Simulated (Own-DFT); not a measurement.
# Strain and stress in wurtzite AlN, 72 atoms (Al36N36)

These are calculations, not measurements. They come from Own-DFT, an in-house plane-wave density functional program, since retired, whose code no person has reviewed. Each row is one single-point run on a periodic cell that was not relaxed, without spin or spin-orbit coupling.

Settings of every run: PBE; PseudoDojo norm-conserving scalar-relativistic files; cutoff 42 hartree; 4 x 4 x 3 k mesh centred on Gamma; Gaussian smearing of 0.01 eV.

Known limits: k mesh not checked against a denser one; stress not checked against mesh or cutoff.

Unstrained cell vectors in Å: (9.336, 0.000, 0.000); (-4.668, 8.085, 0.000); (0.000, 0.000, 9.964). The unstrained cell has measured lattice constants (interpolated for alloys), not those of this functional. That, the random moves and any unrelaxed bonds set the pressure at no strain. Each run strains this cell uniformly, with the atoms carried along. Every atom was also moved at random, by a Gaussian of width 0.05 Å on each axis. Strain is the symmetric tensor, in per cent. Stress is positive in tension, and the pressure is minus a third of its trace.

| run | e_xx (%) | e_yy (%) | e_zz (%) | s_xx (GPa) | s_yy (GPa) | s_zz (GPa) | P (GPa) | E (meV/atom) |
|---|---|---|---|---|---|---|---|---|
| 1 | 0.00 | 0.00 | 1.00 | -4.24 | -5.29 | -1.35 | 3.63 | 6.9 |
| 2 | 0.00 | 0.00 | -0.75 | -4.96 | -7.33 | -9.44 | 7.24 | 19.7 |
| 3 | 0.00 | 0.00 | -1.75 | -7.36 | -7.93 | -14.05 | 9.78 | 35.0 |
| 4 | 0.00 | 0.00 | 0.25 | -5.17 | -7.36 | -3.77 | 5.43 | 23.6 |
| 5 | 0.00 | 0.00 | 2.50 | -3.99 | -3.29 | 4.38 | 0.96 | 10.4 |
| 6 | 0.00 | 0.00 | 0.75 | -6.41 | -3.12 | -2.18 | 3.90 | 0.0 |
| 7 | 0.00 | 0.00 | -0.50 | -5.86 | -6.60 | -6.07 | 6.17 | 0.0 |
| 8 | 0.00 | 0.00 | 3.00 | -3.81 | -3.36 | 6.10 | 0.36 | 12.7 |
| 9 | 0.00 | 0.00 | -0.25 | ? | ? | ? | ? | ? |

E is the free energy for each atom above the lowest run shown.

## Worked fit

The change of volume is close to e_xx + e_yy + e_zz. A straight line through the runs shown gives P = 5.78 - 194 x (fractional change of volume) GPa, with an error of 10 on the slope and a scatter of 0.43 GPa. The strain isn't the same on all axes and the cell isn't cubic, so the slope belongs to this path and is not the bulk modulus.

## Withheld run

Question: what pressure should run 9 give? Its volume changes by -0.25 %.

The line gives 6.3 GPa. The calculation gave 5.69 GPa.
